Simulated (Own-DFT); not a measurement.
## Calculated data, TiO₂ (rutile, atoms displaced)

A calculation, not a measurement: plane-wave PBE density functional theory by an unreviewed code, no spin, of a simulated periodic cell, stress positive in tension, free energy of the whole cell less one offset for each atom, some atoms lie very close together; oxygen file: force components 24 meV/angstrom off all-electron in one glass; forces on such cells passed a denser k mesh, this cell's mesh not checked; offsets are fitted by least squares, one for each functional and potential file, so energies compare only between cells with the same atoms and settings and are not formation energies; the far tail of each file's local potential was reset to the Coulomb form; each entry is a single point on an unrelaxed cell, so the pressure reflects the starting lattice, mostly measured values (interpolated for alloys), from which strain is counted, and rises with the displacements; printed positions are rounded, which can move forces by about a meV/angstrom; the program, named Own-DFT, is a retired in-house code; no spin-orbit coupling; before rounding, a Quantum ESPRESSO 7.3.1 run of the same cell and cutoff gave forces within 1 meV/angstrom rms on each cell, which checks the program and not the settings. Program: Own-DFT development build.

```json
{"formula": "TiO2", "kind": "rutile, atoms displaced", "structure": {"cell_angstrom": [[9.1874, 0.0, 0.0], [0.0, 9.1874, 0.0], [0.0, 0.0, 8.8761]], "atoms_fractional": [["Ti", 0.0108, 0.00988, 0.02204], ["Ti", 0.27986, 0.23822, 0.17689], ["O", 0.14802, 0.15526, 0.99332], ["O", 0.32725, 0.34985, 0.00684], ["O", 0.4018, 0.10422, 0.16406], ["O", 0.09972, 0.39584, 0.15538], ["Ti", 0.01236, 0.98758, 0.3278], ["Ti", 0.25069, 0.2374, 0.48405], ["O", 0.13333, 0.14319, 0.32218], ["O", 0.33927, 0.3409, 0.34059], ["O", 0.40054, 0.09563, 0.5115], ["O", 0.10975, 0.39711, 0.49461], ["Ti", 0.98664, 0.01541, 0.66391], ["Ti", 0.26481, 0.24928, 0.83567], ["O", 0.15053, 0.13561, 0.66195], ["O", 0.34995, 0.35567, 0.67523], ["O", 0.3947, 0.0918, 0.83187], ["O", 0.09946, 0.39391, 0.84169], ["Ti", 0.98842, 0.48414, 0.98816], ["Ti", 0.25108, 0.77492, 0.16589], ["O", 0.16126, 0.64838, 0.00424], ["O", 0.34762, 0.85144, 0.00666], ["O", 0.41792, 0.59232, 0.16371], ["O", 0.08803, 0.9072, 0.15222], ["Ti", 0.01388, 0.48277, 0.33625], ["Ti", 0.24895, 0.73948, 0.49979], ["O", 0.14645, 0.64693, 0.33562], ["O", 0.36274, 0.83902, 0.33544], ["O", 0.38853, 0.61128, 0.48802], ["O", 0.10908, 0.90163, 0.49963], ["Ti", 0.01171, 0.50667, 0.6702], ["Ti", 0.2456, 0.74817, 0.8316], ["O", 0.16328, 0.65309, 0.67016], ["O", 0.34152, 0.84542, 0.65753], ["O", 0.39438, 0.59624, 0.83471], ["O", 0.09544, 0.89766, 0.83186], ["Ti", 0.50939, 0.99666, 0.0102], ["Ti", 0.74517, 0.26719, 0.18981], ["O", 0.65981, 0.15931, 0.0067], ["O", 0.84409, 0.33952, 0.0034], ["O", 0.89297, 0.09567, 0.16936], ["O", 0.60642, 0.39045, 0.16219], ["Ti", 0.48753, 0.99458, 0.33172], ["Ti", 0.76539, 0.24855, 0.49685], ["O", 0.6448, 0.17019, 0.3317], ["O", 0.81753, 0.35304, 0.31136], ["O", 0.90201, 0.0871, 0.49497], ["O", 0.60595, 0.38815, 0.48898], ["Ti", 0.51129, 0.99886, 0.69205], ["Ti", 0.74814, 0.25437, 0.82359], ["O", 0.66142, 0.14421, 0.68744], ["O", 0.8496, 0.34105, 0.70039], ["O", 0.89948, 0.08927, 0.81682], ["O", 0.60904, 0.40047, 0.83654], ["Ti", 0.50295, 0.51148, 0.9954], ["Ti", 0.75147, 0.75786, 0.16623], ["O", 0.65642, 0.65759, 0.9865], ["O", 0.84512, 0.84952, 0.00544], ["O", 0.90942, 0.58327, 0.15394], ["O", 0.59989, 0.90701, 0.16194], ["Ti", 0.50907, 0.5021, 0.34113], ["Ti", 0.74985, 0.75971, 0.48112], ["O", 0.63724, 0.65664, 0.3324], ["O", 0.84039, 0.84566, 0.33867], ["O", 0.89799, 0.59894, 0.52179], ["O", 0.58925, 0.89442, 0.50406], ["Ti", 0.50234, 0.49764, 0.66624], ["Ti", 0.75733, 0.75248, 0.82829], ["O", 0.64984, 0.65505, 0.65724], ["O", 0.82517, 0.85093, 0.65948], ["O", 0.90538, 0.58715, 0.82993], ["O", 0.59897, 0.90009, 0.8304]]}, "settings": {"functional": "PBE", "potential_files": "PseudoDojo norm-conserving, scalar-relativistic, standard set", "wave_cutoff [hartree]": 72.0, "occupations": "Fermi-Dirac", "smearing_width [eV]": 0.1, "k_mesh": "3 x 3 x 3 centred on Gamma"}, "results": {"free_energy_of_cell_above_offsets [eV]": "-4.978", "pressure [GPa]": 13.12, "stress_xx [GPa]": -12.12, "stress_yy [GPa]": -12.45, "stress_zz [GPa]": -14.78, "stress_yz [GPa]": 0.47, "stress_xz [GPa]": -0.55, "stress_xy [GPa]": 0.66, "force_element": ["Ti", "Ti", "O", "O", "O", "O", "Ti", "Ti", "O", "O", "O", "O", "Ti", "Ti", "O", "O", "O", "O", "Ti", "Ti", "O", "O", "O", "O", "Ti", "Ti", "O", "O", "O", "O", "Ti", "Ti", "O", "O", "O", "O", "Ti", "Ti", "O", "O", "O", "O", "Ti", "Ti", "O", "O", "O", "O", "Ti", "Ti", "O", "O", "O", "O", "Ti", "Ti", "O", "O", "O", "O", "Ti", "Ti", "O", "O", "O", "O", "Ti", "Ti", "O", "O", "O", "O"], "force_x [eV/angstrom]": [-3.724, -6.08, 0.43, 2.212, 2.896, -0.469, -1.34, -0.965, 2.623, 1.701, 0.034, -1.21, 2.623, -2.175, 0.976, 0.021, 0.903, 0.439, 0.353, -0.332, 0.48, 0.507, -0.731, 3.536, 0.835, -1.507, -0.256, -0.883, 3.874, -1.43, -0.349, -1.351, -1.855, 1.065, 1.903, 0.155, 2.095, -3.596, -3.177, 1.342, 1.284, -4.749, 1.949, -1.629, -0.967, 9.898, -1.721, -0.985, -1.818, -0.898, -1.641, 3.515, -0.456, -2.79, 0.117, 1.407, -0.851, -0.291, -1.775, 0.097, -0.51, -1.93, 0.989, 2.072, 0.766, -0.082, 0.825, 0.8, -1.201, 1.376, -0.714, 0.343], "force_y [eV/angstrom]": [4.291, 4.811, -0.857, 0.136, -3.852, 0.014, 0.491, -2.04, 1.482, 1.221, 0.323, -0.119, -2.411, 0.263, 2.091, -0.455, -0.315, 0.125, -1.078, -4.362, 1.333, 0.555, 0.304, -4.176, 1.943, 2.528, 0.269, 0.831, -4.316, 0.181, -0.217, 1.987, -1.914, 0.359, -1.024, -0.61, 2.66, -9.79, -3.399, 0.921, -1.148, 4.191, 0.148, -0.987, -3.183, 8.593, 2.092, 1.473, 0.126, -2.345, -1.011, 2.893, 0.566, 2.116, -0.316, -1.953, -0.564, -0.46, 2.098, -0.471, 0.493, -1.894, -0.155, 1.336, -1.108, 1.296, 0.728, -0.499, -1.522, 0.366, 1.83, -0.911], "force_z [eV/angstrom]": [-7.771, -3.491, 0.888, 0.004, 0.101, 2.802, 3.141, 4.417, 0.421, -0.53, -1.887, 0.88, 2.243, -0.26, -0.384, -1.19, 0.89, -2.073, 2.842, -1.736, 0.726, 0.232, 0.468, 4.065, -3.919, 1.222, -0.919, -1.208, 0.173, -1.923, 0.137, 0.607, -0.34, 1.084, -0.319, 0.474, -2.515, -14.27, -0.741, -0.384, 0.628, -0.34, 4.439, 0.781, 3.126, 13.18, -2.008, 1.413, -4.242, 6.757, -3.819, -6.511, 2.24, -0.871, 0.674, -2.766, 1.296, 0.048, 2.029, 1.537, -2.004, 5.576, -0.543, -3.115, -1.103, -1.336, 1.436, -1.03, 0.997, 0.051, -0.992, 2.521]}}
```
